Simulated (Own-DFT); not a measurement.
Si$_{23}$GeO$_{48}$ (quartz with substituted atoms, atoms displaced) (calculated)

A calculation, not a measurement: plane-wave PBE and HSE06 DFT by an unreviewed code, no spin, of a simulated cell at Gamma alone, so results move with cell size and shape, stress positive in tension, energies less offsets, not probed for a lower state with spin; oxygen file: force components 24 meV/angstrom off all-electron in a glass; k mesh not checked against a denser one; forces and stress are PBE's, HSE06 gives the energy alone, and its difference from PBE has offsets of its own; offsets are fitted by least squares, one for each functional and potential file, so energies compare only between cells with the same atoms and settings and are not formation energies; the far tail of each file's local potential was reset to the Coulomb form; each entry is a single point on an unrelaxed cell, so the pressure reflects the starting lattice, mostly measured values (interpolated for alloys), from which strain is counted, and rises with the displacements; printed positions are rounded, which can move forces by about a meV/angstrom; the program, named Own-DFT, is a retired in-house code; no spin-orbit coupling. Program: Own-DFT development build.

Common to all runs: first functional PBE; second functional HSE06; exact exchange share 0.25; screening 0.11 1/bohr; exchange divergence Gygi-Baldereschi; potential files PseudoDojo norm-conserving, scalar-relativistic, made for PBE, standard set; wave cutoff 48 hartree; occupations fixed; k mesh 1 x 1 x 1 centred on Gamma.

(1) 
```xyz
72
Lattice="9.8268 0.0000 0.0000 -4.9134 8.5103 0.0000 0.0000 0.0000 10.8104" Properties=species:S:1:pos:R:3:force_x:R:1:force_y:R:1:force_z:R:1 formula=Si23GeO48 PBE_energy_of_cell_above_offsets=-15.463 HSE06_less_PBE_above_offsets=-0.187 PBE_pressure=11 PBE_stress_xx=-12.67 PBE_stress_yy=-8.95 PBE_stress_zz=-11.4 PBE_stress_yz=-1.32 PBE_stress_xz=-0.33 PBE_stress_xy=0.27
Si     2.3112     0.0367     0.0874      1.473     -1.858     -6.049
Ge    -1.1197     2.0382     3.5649     -6.229      -3.49      0.224
Si     1.2615     2.1760     1.8244      3.143      4.859      -0.95
O      1.4598     1.1472     0.6725     -2.372      1.318      0.441
O      2.8064     2.5471     2.4439     -3.214      -0.24     -1.368
O      3.2659     0.6073     4.1993     -2.235     -4.245      2.631
O     -1.0307     3.0473     4.7617     -0.032      5.957      5.885
O      0.2896     1.8022     2.9553      6.867     -2.326     -2.147
O      0.7370     3.6094     1.0891      3.245     -3.748      4.316
Si     2.3056     0.0532     5.4428      1.168     -3.119      -2.41
Si    -1.1220     2.0591     9.0534     -0.223      -3.18       -2.3
Si     1.4612     2.2429     7.3141     -9.883     -0.161     -4.534
O      1.4354     1.1173     6.1009     -1.631      2.403      1.421
O      2.7667     2.5395     7.8793      6.955      1.357      2.775
O      3.3213     0.5759     9.6788     -0.091      1.948     -0.168
O     -1.1084     3.1030    10.1448      1.164      4.357       3.76
O      0.2981     1.8017     8.3912      2.192     -0.225     -0.579
O      0.8472     3.5586     6.5071     -0.672      0.786     -0.336
Si    -0.1139     4.2934     0.0540     -0.889     -2.924     -4.977
Si    -3.5073     6.2441     3.6048     -4.223     -0.882     -0.223
Si    -1.2494     6.5339     1.7533      5.748     -2.077      0.485
O     -1.0399     5.3345     0.6048      -4.24      5.129      3.051
O      0.3170     6.6540     2.5189     -3.791      1.007     -3.532
O      0.8025     4.8620     4.2231     -0.646      -2.13      0.699
O     -3.5321     7.3867     4.7196       0.51      0.824       0.64
O     -2.0777     5.9765     2.9756     -0.681     -0.569      0.302
O     -1.6408     7.9289     1.1522      0.676     -0.441      1.521
Si    -0.1809     4.2960     5.3632      2.947     -2.911      1.404
Si     6.1793     6.2692     8.9708      2.798      0.078       2.37
Si    -1.2150     6.4567     7.1981      2.951      4.049     -1.192
O     -1.0923     5.3752     6.0617     -0.731     -0.416      -1.05
O      0.2537     6.8007     7.8622     -0.897     -0.509     -0.459
O      0.8350     4.9927     9.7927     -1.071     -3.824      0.627
O     -3.5436     7.4595    10.1141      0.048     -0.797      0.185
O     -2.1648     6.0187     8.2986     -2.816     -1.124      2.919
O     -1.6889     7.9281     6.5600      1.083     -1.679      0.955
Si     7.1683     0.0285    10.6954      3.025     -0.938      2.971
Si     3.6377     1.9522     3.6578      5.891      4.518     -2.889
Si     6.2848     2.2754     1.8107     -7.154     -1.329     -2.337
O      6.3480     1.2122     0.5713     -0.728      0.225      0.112
O      7.6181     2.5226     2.4119      3.277      2.386     -0.163
O      8.1812     0.5747     4.2236     -0.753     -2.215       0.73
O      3.8399     3.1685     4.7321     -1.887     -2.631     -0.756
O      5.2143     1.6973     2.9239     -1.115      0.739      0.431
O      5.6650     3.6350     1.0659      3.047     -1.935      3.744
Si     2.3063     8.4788     5.3852      0.104     -0.534      1.444
Si     3.8358     2.0638     8.9924     -1.202     -2.246      2.857
Si     6.3076     2.3516     7.2681     -2.084     -2.697      -2.76
O      6.2580     1.1392     6.0288      0.598      1.086      1.224
O      7.7268     2.5331     7.8645      0.807      0.821     -0.131
O      8.1709     0.6413     9.6111      0.223      0.089     -0.754
O      3.8198     3.1788    10.1801     -0.605       -0.6     -0.947
O      5.2528     1.7444     8.3805      1.255      0.558     -0.713
O      5.7416     3.6854     6.5441      0.309     -0.272      1.047
Si     4.8050     4.2722     0.0009     -2.168      3.224       -2.4
Si     1.3591     6.1740     3.5709      0.131      2.353       1.57
Si     3.8207     6.4839     1.8135     -3.432      4.406     -0.688
O      3.8727     5.5100     0.6552      1.287     -5.085     -4.476
O      5.2053     6.7767     2.3821      5.824     -0.135      3.498
O      5.7376     4.7952     4.2439      1.714      2.238     -1.847
O      1.3302     7.2909     4.7991       0.92      0.413     -0.014
O      2.7820     6.0353     2.9140      0.283     -1.054      1.018
O      3.2967     7.8906     1.0953     -0.953      0.655     -0.372
Si     4.7821     4.2121     5.3719     -0.959      3.346      1.708
Si     1.2313     6.2225     9.0011      2.099      2.635     -2.627
Si     3.8131     6.4948     7.2477     -3.435     -1.046     -1.569
O      3.7385     5.4362     5.9631      1.972     -1.234      0.404
O      5.2542     6.7609     7.8327     -0.513      0.631     -1.137
O      5.7975     4.8266     9.5696     -1.172     -0.241      1.142
O      1.4860     7.2961    10.1296     -1.362      1.205      0.753
O      2.6893     5.9835     8.3476      1.624     -0.314     -0.782
O      3.3084     7.8746     6.6261     -1.267      1.786     -1.623
```

Units: PBE_energy_of_cell_above_offsets, HSE06_less_PBE_above_offsets in eV; PBE_pressure, PBE_stress_xx, PBE_stress_yy, PBE_stress_zz, PBE_stress_yz, PBE_stress_xz, PBE_stress_xy in GPa; force_x, force_y, force_z in eV/Å.

(2) 
```xyz
72
Lattice="9.8268 0.0000 0.0000 -4.9134 8.5103 0.0000 0.0000 0.0000 10.8104" Properties=species:S:1:pos:R:3:force_x:R:1:force_y:R:1:force_z:R:1 formula=Si23GeO48 PBE_energy_of_cell_above_offsets=-14.729 HSE06_less_PBE_above_offsets=-0.165 PBE_pressure=11.29 PBE_stress_xx=-9.94 PBE_stress_yy=-13.7 PBE_stress_zz=-10.25 PBE_stress_yz=3.05 PBE_stress_xz=2.32 PBE_stress_xy=0.74
Si     2.3916     0.0780     0.0108     -0.537     -6.446     -1.141
Si    -1.1478     2.0230     3.6150      0.113      0.106      1.055
Si     1.2362     2.3020     1.6974      3.347      -7.47      4.213
O      1.4069     1.0257     0.6155     -3.948      5.464      3.162
O      2.7095     2.4852     2.4150      1.091       -0.5      0.908
O      3.2016     0.6441     4.2629      0.309     -1.128      0.207
O     -1.0528     3.1624     4.8258     -1.251     -2.095     -2.216
O      0.3212     1.7380     2.9819     -0.166      0.519      -1.16
O      0.8265     3.6121     1.1441     -0.727      4.357     -0.939
Si     2.3725     0.0931     5.4905     -5.439     -1.079     -5.555
Si     8.5905     1.9379     9.0816      3.266      7.012     -3.366
Si     1.3542     2.1913     7.1098     -4.112      6.311       7.04
O      1.3236     1.2087     5.9928      0.557     -4.233     -3.813
O      2.7376     2.5611     7.8921      0.039     -0.763     -1.025
O      3.2445     0.7199     9.6991      0.949     -1.218     -1.419
O     -1.0381     3.1414    10.1703     -0.398     -0.374      0.747
O      0.1869     1.7767     8.3792      3.547     -0.279     -2.454
O      0.7137     3.6080     6.5134      3.057     -2.073      2.418
Si    -0.1098     4.2592     0.0717     -1.123      2.048     -5.064
Si    -3.5615     6.2227     3.6775     -0.934      1.415     -4.133
Si    -1.1595     6.4946     1.8507      0.601      1.045     -4.232
O     -1.0965     5.4140     0.5961      0.125      0.148       1.26
O      0.3169     6.7535     2.3961      0.166      0.293     -0.334
O      0.7710     4.8376     4.2358      2.777      2.964     -3.991
O     -3.4703     7.3152     4.7836       1.13      2.972      2.309
O     -2.1118     5.9450     2.9287     -2.266     -0.584      2.474
O     -1.5884     7.8832     1.0967      0.686     -0.426        1.3
Si    -0.0762     4.3334     5.3899     -0.518     -4.565     -0.091
Si     6.1765     6.1642     9.0791      5.135      11.23     -4.904
Si    -1.1740     6.5289     7.1563      1.132      -1.22      0.934
O     -1.0014     5.2881     6.0850     -3.987      5.495      2.269
O      0.3042     6.7421     7.7908      0.326      0.912     -0.271
O      0.8129     4.9420     9.6239     -0.708     -0.957      1.923
O     -3.5533     7.3482    10.2253      1.152      0.443     -0.544
O     -2.0634     5.9992     8.3878     -2.689      0.308      0.409
O     -1.6988     7.9718     6.5274      3.831      -3.07       4.82
Si     2.2917     8.4776    10.8004      1.451      1.826      1.941
Si     3.7534     1.9691     3.6636     -0.828      3.326     -3.123
Si     6.2193     2.3053     1.8848     -1.514     -2.214     -3.427
O      6.2525     1.1782     0.5259      0.176      0.908      2.188
O      7.6800     2.5323     2.3887      1.973      0.112      1.527
O      8.1202     0.5652     4.2053       4.69      3.933     -6.131
O      3.7770     3.2028     4.7388     -0.105     -1.761     -0.691
O      5.2191     1.7026     3.0063      0.075      0.158      0.274
O      5.6588     3.6261     1.1617      0.672      -0.09      0.572
Ge     7.2615     0.0616     5.4396      0.514     -6.648     -1.783
Si     3.7810     1.9920     8.9937     -0.142      1.679     -0.426
Si     6.1942     2.2769     7.2632       3.23     -0.759     -1.741
O      6.3814     1.1679     6.0107     -7.057      8.704       5.49
O      7.6891     2.5537     7.8476     -1.407     -0.167      0.123
O      8.1270     0.6519     9.6181     -2.383     -6.221      3.061
O      3.8323     3.1150    10.1387     -0.099      0.335     -0.007
O      5.2617     1.7616     8.4084     -1.106     -0.898      0.777
O      5.6188     3.5854     6.5725      0.743      0.262      1.072
Si     4.7672     4.2165    10.7879      -0.68      2.233      1.217
Si     1.2871     6.2817     3.5536      0.091     -1.175       2.48
Si     3.6840     6.4861     1.9018      4.956        1.2     -4.949
O      3.8609     5.3714     0.7195     -0.145     -0.814     -1.192
O      5.1645     6.7165     2.4534      2.525     -0.261      2.291
O      5.7255     4.8839     4.2566     -0.162     -2.397      0.938
O      1.3638     7.3744     4.7278     -1.869      -1.67      -0.85
O      2.7403     6.0027     2.9411     -3.592     -2.005      3.845
O      3.2898     7.8881     1.2030     -1.761      1.085     -1.605
Si     4.8008     4.2366     5.4148     -1.859      1.481     -1.424
Si     1.3593     6.3251     8.9750     -1.748     -2.911     -1.616
Si     3.8108     6.4870     7.1486     -1.339     -2.803      0.788
O      3.7514     5.3592     5.9331      0.853      0.628       1.19
O      5.1948     6.8150     7.8441      2.057     -1.003      1.233
O      5.7320     4.9375     9.6446     -3.913     -9.835      4.325
O      1.3736     7.4414    10.0662     -0.568      0.355      0.922
O      2.7577     5.9237     8.3208      1.573      0.629      -0.86
O      3.2763     7.7796     6.4964      2.165      0.217      2.769
```

Units: PBE_energy_of_cell_above_offsets, HSE06_less_PBE_above_offsets in eV; PBE_pressure, PBE_stress_xx, PBE_stress_yy, PBE_stress_zz, PBE_stress_yz, PBE_stress_xz, PBE_stress_xy in GPa; force_x, force_y, force_z in eV/Å.

(3) 
```xyz
72
Lattice="9.8268 0.0000 0.0000 -4.9134 8.5103 0.0000 0.0000 0.0000 10.8104" Properties=species:S:1:pos:R:3:force_x:R:1:force_y:R:1:force_z:R:1 formula=Si23GeO48 PBE_energy_of_cell_above_offsets=-15.504 HSE06_less_PBE_above_offsets=-0.234 PBE_pressure=11.39 PBE_stress_xx=-13.1 PBE_stress_yy=-9.49 PBE_stress_zz=-11.58 PBE_stress_yz=-2.65 PBE_stress_xz=-5.34 PBE_stress_xy=0.47
Si    -2.6730     8.5033     0.0480      2.088      0.239     -1.795
Si    -1.1880     2.0689     3.5416      4.744     -4.705      5.594
Si     1.3216     2.2705     1.8132     -1.653     -1.281      0.369
O      1.2906     1.1385     0.6187      0.025       0.14      0.132
O      2.7367     2.5409     2.4259      1.299      0.252     -0.091
O      3.1849     0.6885     4.2670     -0.966     -1.759      1.061
O     -1.1369     3.1281     4.7025      0.835      2.802      2.578
O      0.3234     1.7003     2.9765      -0.51      0.541     -0.267
O      0.8488     3.6336     1.1672     -1.764      1.636     -2.104
Si    -2.6343     8.4133     5.4806      1.732      2.802     -3.643
Ge     8.6313     2.0489     8.9951      3.807     -0.728      2.321
Si     1.2450     2.2053     7.1539      3.404      1.564     -0.485
O      1.3986     1.1158     5.9855     -1.634      0.866      1.103
O      2.8165     2.3685     7.8590     -5.314      1.801     -5.168
O      3.2047     0.5945     9.5679     -1.239     -1.797       2.68
O     -1.0952     3.1881    10.1762     -2.453     -0.103      0.739
O      0.3066     1.7962     8.3315      1.676     -1.333      0.413
O      0.7254     3.6543     6.5910      0.456     -0.787      0.998
Si    -0.1461     4.2130    10.7290      3.486      4.882      5.051
Si    -3.5909     6.2793     3.6340     -1.992     -3.579     -3.381
Si    -1.0842     6.5239     1.7937     -4.498     -1.481      0.966
O     -1.1115     5.3745     0.7090      1.132     -2.199     -2.211
O      0.3050     6.7560     2.3808      1.308      1.279     -0.415
O      0.7455     4.8209     4.3037      1.649       3.14     -2.795
O     -3.5177     7.3408     4.7242     -0.693      2.021      2.865
O     -2.1335     6.0435     3.0389      1.676      0.179     -1.424
O     -1.7482     7.8265     1.2031     -0.539      2.057     -0.986
Si    -0.1766     4.3843     5.4803      0.582     -6.176     -3.487
Si    -3.6055     6.2870     9.0081      0.755     -1.693     -1.312
Si    -1.1394     6.4764     7.2001     -1.034      4.037       3.19
O     -1.0430     5.4841     6.0546     -2.437     -0.001     -1.078
O      0.2926     6.7474     7.8667       0.59      0.155      0.203
O      0.9065     4.9424     9.7079     -1.641     -2.558      1.042
O     -3.4990     7.3205    10.1417     -0.487      2.191      2.135
O     -2.1497     5.9982     8.3789       0.83      0.057     -0.947
O     -1.6166     7.9322     6.5670      0.805     -1.713      1.617
Si     7.2338     0.0208    10.8053      1.075      0.368      1.874
Si     3.7392     2.0071     3.5619     -0.868     -0.453      1.125
Si     6.3257     2.1986     1.7226      -4.41      2.728      4.026
O      6.2636     1.1530     0.5952     -0.281     -0.713      -1.21
O      7.7271     2.4659     2.4435     -4.005      1.692     -5.291
O      8.1580     0.5867     4.2679      0.788      1.695     -1.218
O      3.9008     3.1460     4.6731     -3.303     -2.714     -1.401
O      5.1694     1.7144     3.0238      4.558      0.217     -3.755
O      5.6688     3.6537     1.1482      2.651      -2.31      2.433
Si     2.3582     8.5031     5.4673     -2.526     -0.101      -3.59
Si     3.7430     1.9661     8.9660      2.515      0.189      3.859
Si     6.2779     2.2606     7.2423     -6.471      0.547     -3.344
O      6.2789     1.1659     5.9846      0.061      0.623      1.799
O      7.6859     2.4052     7.8052     -1.924      3.006     -4.965
O      8.1536     0.6873     9.7156     -0.373     -3.777      0.865
O      3.8371     3.1563    10.1078     -0.167     -0.224      0.285
O      5.2464     1.7529     8.4548      2.277      0.172     -1.546
O      5.6099     3.7008     6.4972      3.804     -3.822      4.582
Si     4.7647     4.2566     0.0531     -0.264       0.51     -4.869
Si     1.2247     6.3414     3.5590      1.893      -3.55      2.606
Si     3.8013     6.5034     1.7754     -5.904      0.807      0.535
O      3.8262     5.4182     0.6064     -0.489      0.003     -0.357
O      5.1467     6.7681     2.3851      5.742      0.269      3.251
O      5.7044     4.8461     4.2195      0.002      0.905     -0.237
O      1.3043     7.3754     4.7306      0.488      2.171      2.266
O      2.6889     6.0915     2.9895      2.014     -0.363     -1.824
O      3.2042     7.9374     1.1874      0.801     -0.581      0.363
Si     4.6929     4.2043     5.3741      0.936      5.686      -0.24
Si     1.3224     6.2661     9.0070       0.22       2.67      0.846
Si     3.8054     6.5260     7.3293     -2.935      -2.68     -6.222
O      3.7651     5.3955     6.0201      0.349       0.59      1.371
O      5.1985     6.7328     7.8576      3.574      1.604      0.987
O      5.7372     4.8967     9.5357     -1.912     -2.633      2.901
O      1.4217     7.4298    10.2357     -2.209     -3.502     -3.076
O      2.7516     6.0031     8.3529     -0.575     -0.248        1.5
O      3.2864     7.7912     6.4854      0.844      0.471        2.2
```

Units: PBE_energy_of_cell_above_offsets, HSE06_less_PBE_above_offsets in eV; PBE_pressure, PBE_stress_xx, PBE_stress_yy, PBE_stress_zz, PBE_stress_yz, PBE_stress_xz, PBE_stress_xy in GPa; force_x, force_y, force_z in eV/Å.
